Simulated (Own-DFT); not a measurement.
# Biaxial strain at fixed height in wurtzite GaN, 72 atoms (Ga36N36)

Everything here is calculated. The program is Own-DFT (plane waves, in-house, since retired, never reviewed by a person); positions were held fixed, and spin and spin-orbit coupling were off.

All runs used: PBE; PseudoDojo norm-conserving scalar-relativistic files (stringent for Ga); cutoff 96 hartree; 4 x 4 x 3 k mesh centred on Gamma; Gaussian smearing of 0.01 eV.

Limits: forces not confirmed at this smearing and k mesh; stress not checked against mesh or cutoff.

Unstrained cell vectors in Å: (9.567, 0.000, 0.000); (-4.784, 8.285, 0.000); (0.000, 0.000, 10.370). The unstrained cell has measured lattice constants (interpolated for alloys), not those of this functional. That, the random moves and any unrelaxed bonds set the pressure at no strain. Each run strains x and y alike by e, as a substrate would, and holds the height along z. All atoms carry random offsets, Gaussian with a width of 0.05 Å per axis. Stress is positive in tension.

```
e (%),u (Å),(s_xx + s_yy)/2 (GPa),s_zz (GPa)
-2.25,0.054,-21.22,-11.49
-1.75,0.046,-16.45,-10.17
-0.25,0.049,-9.91,-6.15
0.75,0.047,-3.06,-5.22
1.00,0.051,-1.85,-6.71
1.25,0.053,-0.45,-7.32
1.50,0.051,0.17,-5.35
1.75,0.050,?,?
2.50,0.050,4.48,-2.92
2.75,0.052,5.74,-4.80
```

## What the rows give

With e as a fraction, the in-plane stress is -7.3 + 541 e - 2445 e² GPa (errors 16 and 1032, scatter 0.75), and s_zz is -7.5 + 140 e GPa (slope ± 25, scatter 1.22). At e = 0 the first slope is C11 + C12 and the second 2 C13, both with the ions held to the strained lattice and at the cell's own pressure. A free layer would change its height as e changes, and the in-plane slope would drop by 2 C13²/C33 to the biaxial modulus. At fixed height, a misfit of 1 % moves the in-plane stress by about 5.4 GPa and s_zz by 1.4 GPa.

## Check

Asked: what are the two stresses at e = 1.75 %?

The fit gives 1.4 and -5.1 GPa. The run itself gave 1.38 and -5.17 GPa.
